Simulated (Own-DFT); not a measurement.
# Response to strain: 4H SiC, 72 atoms (C36Si36)

These are calculations, not measurements. The program, named Own-DFT, is a retired in-house plane-wave density functional code that no person has reviewed. Each row is one single-point run on a periodic cell that was not relaxed, without spin or spin-orbit coupling.

Settings of every run: PBE; PseudoDojo norm-conserving scalar-relativistic files; cutoff 42 hartree; 4 x 4 x 3 k mesh centred on Gamma; Fermi-Dirac smearing of 0.1 eV.

Known limits: forces on such cells passed a denser k mesh, each cell not checked; stress not checked against mesh or cutoff.

Unstrained cell vectors in Å: (9.248, 0.000, 0.000); (-4.624, 8.009, 0.000); (0.000, 0.000, 10.068). The unstrained cell has measured lattice constants (interpolated for alloys), not those of this functional. That, the random moves and any unrelaxed bonds set the pressure at no strain. Each run strains this cell uniformly, with the atoms carried along. Every atom was also moved at random, by a Gaussian of width 0.05 Å on each axis. Strain is the symmetric tensor, in per cent. Stress is positive in tension, and the pressure is minus a third of its trace.

```
run  e_xx (%)  e_yy (%)  e_zz (%)  e_yz (%)  e_xz (%)  e_xy (%)  s_xx (GPa)  s_yy (GPa)  s_zz (GPa)  s_yz (GPa)  s_xz (GPa)  s_xy (GPa)  P (GPa)  E (meV/atom)
  1      1.61      1.91      1.48      0.50     -0.70     -0.25        5.53        6.58        3.75        1.04       -1.56       -0.62    -5.29           5.2
  2     -0.27     -1.38      0.25      1.90     -0.13     -0.45       -7.82      -15.12       -5.07        7.75       -0.28        0.10     9.34          42.6
  3      0.48      0.43     -1.36      1.81      1.10     -1.76       -2.69       -2.71      -15.88        5.76        3.01       -8.95     7.10          37.0
  4      1.72      0.19     -1.43     -1.11     -0.23     -0.54        4.01       -2.76      -13.25       -4.27       -0.68       -1.83     4.00           0.6
  5     -1.82      1.74      0.54      1.16      1.59      1.74      -13.85        2.82       -4.46        3.42        5.73        8.84     5.16          41.6
  6      0.06      0.44     -1.69     -0.01     -0.57     -0.78       -2.94       -2.19      -20.63       -0.17       -0.98       -2.71     8.59          27.8
  7     -1.05      0.32      1.69     -1.90     -1.02      0.11       -8.55       -2.31        1.10       -5.18       -3.42        0.65     3.25          23.8
  8      1.14      1.55      0.06      1.07      1.93      1.39        0.72        3.56       -3.96        3.44        6.03        6.05    -0.11          34.8
  9     -1.34      0.68     -1.85      0.14      0.27     -1.25      -12.00       -5.39      -18.21        1.12        1.83       -5.97    11.87          41.1
 10      1.91      1.06     -1.12     -1.77      0.78      1.05        5.80        2.62      -12.58       -5.73        3.22        4.66     1.39          13.9
 11     -1.36      0.12     -0.52     -1.16     -0.86      1.87      -13.63       -6.49      -10.58       -3.40       -4.58        7.37    10.24          53.8
 12      0.11     -0.98     -0.92      0.30      1.14     -0.14       -5.83      -11.60      -10.42        2.11        4.05       -1.21     9.29           6.4
 13      0.16     -0.86      0.95      1.39     -1.73     -1.68       -7.01       -7.67       -0.61        4.84       -5.72       -8.44     5.10          28.5
 14      1.02      0.86      1.41     -0.88      1.35      1.56        0.98        0.71        0.64       -3.43        4.78        6.37    -0.78          40.8
 15     -0.35      0.13      1.60      0.97      1.64      0.06       -5.71       -4.43        3.24        3.10        5.88        0.62     2.30          10.4
 16     -1.00      0.67      0.09     -0.08      1.63      1.17       -9.80       -1.32       -5.80        0.89        4.73        5.33     5.64           0.0
 17     -1.64      0.77      0.15     -0.55      1.64      1.29           ?           ?           ?           ?           ?           ?        ?             ?
```

E is the free energy for each atom above the lowest run shown.

## Worked fit

Each stress component was fitted by least squares to a constant and the strains of the runs shown, as fractions, with shears doubled. Shear strains stay in the fit of a normal stress only where such slopes are resolved. The slopes, in GPa:

| stress | at no strain | per e_xx | per e_yy | per e_zz | scatter |
|---|---|---|---|---|---|
| s_xx | -5.3 | 526 ± 25 | 95 ± 32 | 14 ± 24 | 1.14 |
| s_yy | -5.3 | 100 ± 28 | 551 ± 35 | 51 ± 26 | 1.26 |
| s_zz | -6.7 | 69 ± 36 | -14 ± 45 | 609 ± 33 | 1.60 |

Each shear stress against twice its own strain: yz 159 ± 8, xz 174 ± 12, xy 232 ± 18 GPa. These are stiffnesses along x, y and z of the frame in which the cell vectors are given, which need not be the crystal's axes. The atoms are held to the strained lattice; where symmetry lets them move under strain, relaxing them would lower some slopes. The table should be nearly symmetric about its diagonal, and what it lacks of that shows the noise. A ninth of its sum, 222 ± 6 GPa, estimates the bulk modulus near the mean pressure of these runs, 4.8 GPa, so it lies above the value at zero pressure.

## Withheld run

Question: what normal stresses and pressure should run 17 give?

The fit gives s_xx = -13.1, s_yy = -2.6, s_zz = -7.0 and P = 7.6 GPa. The calculation gave -13.42, -2.49, -4.05 and P = 6.65 GPa.
